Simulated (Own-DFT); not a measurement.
# Strain and stress in 4H SiC, 32 atoms (C16Si16)

Calculated results; nothing here was measured. They come from Own-DFT, an in-house plane-wave density functional program, since retired, whose code no person has reviewed. Each row is one single-point run on a periodic cell that was not relaxed, without spin or spin-orbit coupling.

Settings of every run: PBE; PseudoDojo norm-conserving scalar-relativistic files; cutoff 42 hartree; 5 x 5 x 3 k mesh centred on Gamma; Fermi-Dirac smearing of 0.1 eV.

Known limits: forces on such cells passed a denser k mesh, each cell not checked; stress not checked against mesh or cutoff.

Unstrained cell vectors in Å: (6.165, 0.000, 0.000); (-3.083, 5.339, 0.000); (0.000, 0.000, 10.068). The unstrained cell has measured lattice constants (interpolated for alloys), not those of this functional. That, the random moves and any unrelaxed bonds set the pressure at no strain. Each run strains this cell uniformly, with the atoms carried along. Every atom was also moved at random, by a Gaussian of width 0.05 Å on each axis. Strain is the symmetric tensor, in per cent. Stress is positive in tension, and the pressure is minus a third of its trace.

```
run,e_xx (%),e_yy (%),e_zz (%),e_yz (%),e_xz (%),e_xy (%),s_xx (GPa),s_yy (GPa),s_zz (GPa),s_yz (GPa),s_xz (GPa),s_xy (GPa),P (GPa),E (meV/atom)
1,1.36,-0.69,-0.19,-0.93,-1.44,-0.33,2.38,-8.69,-6.59,-2.53,-5.83,-1.01,4.30,27.1
2,0.06,0.08,1.71,0.15,-1.39,-1.44,-6.81,-0.66,2.62,0.39,-5.16,-7.60,1.62,23.7
3,1.57,1.69,-0.41,1.01,-0.17,-1.66,5.32,4.98,-6.33,3.14,-0.63,-7.17,-1.32,0.0
4,0.23,-1.93,1.39,-1.64,0.36,-1.40,-4.87,-15.06,2.99,-5.82,1.49,-5.53,5.65,14.8
5,-0.52,-1.52,0.69,0.46,1.58,-0.35,-9.69,-14.02,-0.68,1.85,3.93,-1.43,8.13,14.2
6,-0.68,-0.56,1.81,-1.01,-0.99,0.96,-8.75,-8.30,3.70,-2.99,-2.85,3.17,4.45,30.5
7,-1.52,-0.15,1.82,-1.45,-1.50,0.55,-13.20,-6.42,4.41,-6.39,-5.38,2.47,5.07,13.9
8,0.69,0.77,1.96,0.27,1.36,-1.25,0.59,0.89,4.62,1.93,4.26,-5.65,-2.03,12.2
9,1.09,1.24,0.96,-2.00,0.24,-1.55,3.86,2.03,0.45,-6.72,0.65,-5.97,-2.11,12.9
10,-1.96,0.68,0.23,0.82,0.05,-1.86,-13.79,-1.44,-8.96,2.57,-0.37,-9.64,8.06,36.3
11,0.71,1.42,0.64,-1.21,-1.94,1.84,-1.37,2.29,-1.82,-4.58,-7.39,7.38,0.30,45.6
12,1.62,-0.49,0.88,-0.07,0.80,-1.93,4.35,-1.51,-2.30,-0.03,1.81,-6.48,-0.18,7.4
13,-0.66,-1.38,-0.71,0.21,-1.21,-0.76,-10.71,-18.35,-9.16,1.43,-3.29,-5.37,12.74,72.8
14,0.27,-1.30,-1.45,1.20,0.90,-0.95,-4.84,-14.12,-15.68,4.29,2.52,-3.49,11.55,58.7
15,-0.98,0.66,-0.13,1.22,-1.56,1.65,-10.03,-3.55,-4.85,5.29,-5.86,7.43,6.15,29.6
16,-0.22,1.19,-0.68,-0.31,0.00,-0.74,?,?,?,?,?,?,?,?
```

E is the free energy for each atom above the lowest run shown.

## Worked fit

Each stress component was fitted by least squares to a constant and the strains of the runs shown, as fractions, with shears doubled. Shear strains stay in the fit of a normal stress only where such slopes are resolved. The slopes, in GPa:

| stress | at no strain | per e_xx | per e_yy | per e_zz | scatter |
|---|---|---|---|---|---|
| s_xx | -5.0 | 558 ± 29 | 96 ± 28 | 11 ± 31 | 1.19 |
| s_yy | -5.9 | 125 ± 50 | 559 ± 48 | 146 ± 53 | 2.02 |
| s_zz | -6.0 | 47 ± 43 | -7 ± 41 | 562 ± 45 | 1.73 |

Each shear stress against twice its own strain: yz 186 ± 13, xz 160 ± 11, xy 231 ± 13 GPa. These are stiffnesses along x, y and z of the frame in which the cell vectors are given, which need not be the crystal's axes. The atoms are held to the strained lattice; where symmetry lets them move under strain, relaxing them would lower some slopes. The table should be nearly symmetric about its diagonal, and what it lacks of that shows the noise. A ninth of its sum, 233 ± 8 GPa, estimates the bulk modulus near the mean pressure of these runs, 4.2 GPa, so it lies above the value at zero pressure.

## Withheld run

Question: what normal stresses and pressure should run 16 give?

The fit gives s_xx = -5.1, s_yy = -0.5, s_zz = -10.0 and P = 5.2 GPa. The calculation gave -7.16, 1.47, -8.27 and P = 4.66 GPa.
